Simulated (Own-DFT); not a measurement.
# Which defects push the lattice out? L1_0 TiAl

Source: density functional calculations with Own-DFT, an unreviewed in-house program that is no longer used. Nothing was measured or relaxed, and spin and spin-orbit coupling are left out.

Common settings: PBE; PseudoDojo norm-conserving scalar-relativistic files; cutoff 42 hartree; 4 x 4 x 4 k mesh centred on Gamma; cold (Marzari-Vanderbilt) smearing of 0.2 eV.

Limits: forces on such cells failed a check on a denser k mesh; stress not checked against mesh or cutoff.

All runs share one cell, with vectors in Å (5.622, 5.622, 0.000); (-5.622, 5.622, 0.000); (0.000, 0.000, 8.133) and a volume of 514.0 Å³. u is the rms random offset of the atoms per axis. The defect's site can differ from row to row.

| cell | formula | u (Å) | P (GPa) |
|---|---|---|---|
| no defect | Al16Ti16 | 0.0208 | 1.17 |
| no defect | Al16Ti16 | 0.0462 | 1.61 |
| no defect | Al16Ti16 | 0.0569 | 1.97 |
| two Al vacancies | Al14Ti16 | 0.0260 | -0.69 |
| two Al vacancies | Al14Ti16 | 0.0352 | -0.52 |
| two Al vacancies | Al14Ti16 | 0.0496 | -0.01 |
| one Ti vacancy | Al16Ti15 | 0.0262 | 0.36 |
| one Ti vacancy | Al16Ti15 | 0.0283 | 0.51 |
| one Ti vacancy | Al16Ti15 | 0.0285 | ? |
| one Ti vacancy | Al16Ti15 | 0.0305 | 0.44 |

## Worked fit

P = P0 + c u² + a shift for each defect gives P0 = 0.98 GPa, c = 313 ± 29 GPa/Å² and a scatter of 0.07 GPa. The shifts, and each times the cell's volume:

- one Ti vacancy: -0.80 ± 0.07 GPa, -2.6 eV
- two Al vacancies: -1.84 ± 0.06 GPa, -5.9 eV (-3.0 eV for each of its 2 sites)

Positive is outwards. The product with the volume (160.2 GPa Å³ to the eV) is nearly free of the cell's size; divided by the bulk modulus at the cell's pressure it gives the volume that the defect adds. The atoms around the defects weren't relaxed, which would change these numbers.

## The run left out

The question: what pressure belongs in the blank (one Ti vacancy, u = 0.0285 Å)?

The fitted form gives 0.44 ± 0.08 GPa. The calculation gave 0.58 GPa.
